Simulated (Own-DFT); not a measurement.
GaP (zincblende, strongly disordered by large displacements) (calculated)

A calculation, not a measurement: plane-wave PBE density functional theory by an unreviewed code, no spin, of a simulated periodic cell, stress positive in tension, free energy of the whole cell less one offset for each atom, forces on such cells passed a denser k mesh, this cell's mesh not checked; broken bonds can close the gap or carry spin, so checks made on this kind of crystal may not hold here; offsets are fitted by least squares, one for each functional and potential file, so energies compare only between cells with the same atoms and settings and are not formation energies; the far tail of each file's local potential was reset to the Coulomb form; each entry is a single point on an unrelaxed cell, so the pressure reflects the starting lattice, mostly measured values (interpolated for alloys), from which strain is counted, and rises with the displacements; printed positions are rounded, which can move forces by about a meV/angstrom; the program, named Own-DFT, is a retired in-house code; no spin-orbit coupling. Program: Own-DFT development build.

### GaP (zincblende, strongly disordered by large displacements)

```
GaP
1.0
     10.9010     0.0000     0.0000
      0.0000    10.9010     0.0000
      0.0000     0.0000    10.9010
Ga P Ga P Ga P Ga P Ga P Ga P Ga P Ga P
4 4 4 4 4 4 4 4 4 4 4 4 4 4 4 4
Direct
  0.99961 0.01694 0.02138
  0.99576 0.25633 0.25346
  0.24045 0.99273 0.26041
  0.23692 0.24480 0.00181
  0.12908 0.13101 0.11106
  0.12503 0.37820 0.40640
  0.36552 0.12538 0.33333
  0.36958 0.36143 0.13380
  0.99230 0.01467 0.46336
  0.99901 0.25677 0.74984
  0.23835 0.00109 0.79550
  0.25163 0.24428 0.50598
  0.13063 0.13265 0.60222
  0.09768 0.39132 0.88409
  0.39162 0.12082 0.87085
  0.39883 0.34995 0.62125
  0.97947 0.51142 0.99222
  0.99183 0.76610 0.27376
  0.25089 0.51763 0.24698
  0.23866 0.78312 0.00149
  0.14627 0.66343 0.08433
  0.12888 0.89938 0.38605
  0.36635 0.59718 0.34556
  0.36304 0.86889 0.12181
  0.02499 0.49152 0.50152
  0.03817 0.74776 0.73714
  0.24429 0.53422 0.71600
  0.22913 0.76228 0.45526
  0.14784 0.65136 0.63414
  0.13700 0.88810 0.87726
  0.36384 0.59245 0.87008
  0.36218 0.87018 0.64279
  0.49788 0.00071 0.02195
  0.48152 0.25502 0.24831
  0.74595 0.01300 0.26740
  0.75281 0.25287 0.98800
  0.60060 0.12208 0.14435
  0.66588 0.36232 0.37767
  0.88243 0.11513 0.37642
  0.91456 0.38640 0.13657
  0.52858 0.99282 0.51461
  0.51087 0.26384 0.74099
  0.78063 0.98740 0.74727
  0.72829 0.24187 0.52471
  0.60484 0.11476 0.64701
  0.64027 0.34409 0.87684
  0.86228 0.10112 0.88756
  0.87217 0.37268 0.63334
  0.50083 0.49342 0.97502
  0.46502 0.76462 0.24554
  0.73519 0.50255 0.24299
  0.76016 0.78312 0.00047
  0.58208 0.60253 0.11957
  0.65433 0.88636 0.34079
  0.85488 0.62125 0.38690
  0.88260 0.87808 0.11478
  0.52646 0.48136 0.50630
  0.50857 0.73779 0.74267
  0.70833 0.51307 0.74970
  0.77025 0.71346 0.53259
  0.60150 0.61596 0.63659
  0.62501 0.85339 0.84943
  0.88774 0.61781 0.88752
  0.87317 0.86862 0.61448
```

- functional: PBE
- potential files: PseudoDojo norm-conserving, scalar-relativistic, standard set
- wave cutoff: 42 hartree
- occupations: Fermi-Dirac
- smearing width: 0.1 eV
- hardware: one NVIDIA H100
- k mesh: 3 x 3 x 3 centred on Gamma
- free energy of cell above offsets: 7.280 eV
- pressure: 12.59 GPa
- stress xx: -11.67 GPa
- stress yy: -14.53 GPa
- stress zz: -11.58 GPa
- stress yz: 3.32 GPa
- stress xz: -3.12 GPa
- stress xy: 0.82 GPa
- wall time: 552.6 s

Force:
```csv
element,x (eV/Å),y (eV/Å),z (eV/Å)
Ga,-0.686,-1.504,-1.931
Ga,2.041,-1.813,1.794
Ga,0.842,1.121,-3.875
Ga,2.477,2.513,-2.539
P,-0.86,-1.04,4.395
P,3.734,-3.325,-5.751
P,-0.22,-0.473,4.983
P,-1.877,2.867,-2.73
Ga,4.23,-3.874,7.215
Ga,0.199,-0.954,0.345
Ga,5.927,6.043,-6.562
Ga,2.907,0.621,-2.231
P,-2.73,-2.589,3.64
P,3.052,-1.751,-1.719
P,-0.868,0.959,1.087
P,-3.798,3.727,-2.835
Ga,4.734,-2.698,4.648
Ga,-0.139,-0.68,-1.422
Ga,-6.891,-5.106,-6.586
Ga,5.059,2.375,-4.127
P,-6.588,-8.33,6.746
P,-3.171,0.017,-1.669
P,6.832,6.291,7.657
P,0.146,3.432,-0.242
Ga,-5.322,4.381,4.077
Ga,-5.728,3.762,4.649
Ga,5.235,-8.166,4.956
Ga,4.645,-4.483,3.63
P,-1.869,1.72,-9.928
P,-7.861,-4.05,2.421
P,0.183,2.736,-0.443
P,0.808,0.112,-1.672
Ga,-0.359,-0.847,-2.11
Ga,3.157,0.766,1.102
Ga,3.907,5.534,-5.568
Ga,3.099,-3.066,4.741
P,3.3,1.228,-0.815
P,-3.212,0.255,-0.833
P,-5.761,6.885,-3.927
P,-4.302,1.138,-0.908
Ga,-2.342,-2.176,-2.525
Ga,0.616,-2.267,3.701
Ga,-3.01,-0.307,0.005
Ga,2.015,-0.789,0.907
P,3.532,-0.166,0.13
P,-3.493,4.959,-2.761
P,1.589,1.988,-0.027
P,-1.065,1.123,-0.559
Ga,-0.186,-2.781,0.53
Ga,3.23,-2.429,1.751
Ga,0.913,0.337,-1.17
Ga,-1.981,-3.319,-2.104
P,2.518,2.371,1.56
P,-6.637,-8.175,6.105
P,3.087,-1.408,-2.355
P,0.757,1.292,3.535
Ga,-1.166,-1.274,-2.1
Ga,-5.153,1.555,1.856
Ga,5.055,-3.391,3.35
Ga,-2.371,1.42,0.832
P,1.071,0.739,-4.764
P,1.593,2.718,2.661
P,-5.606,6.165,-5.867
P,2.76,0.08,-0.356
```
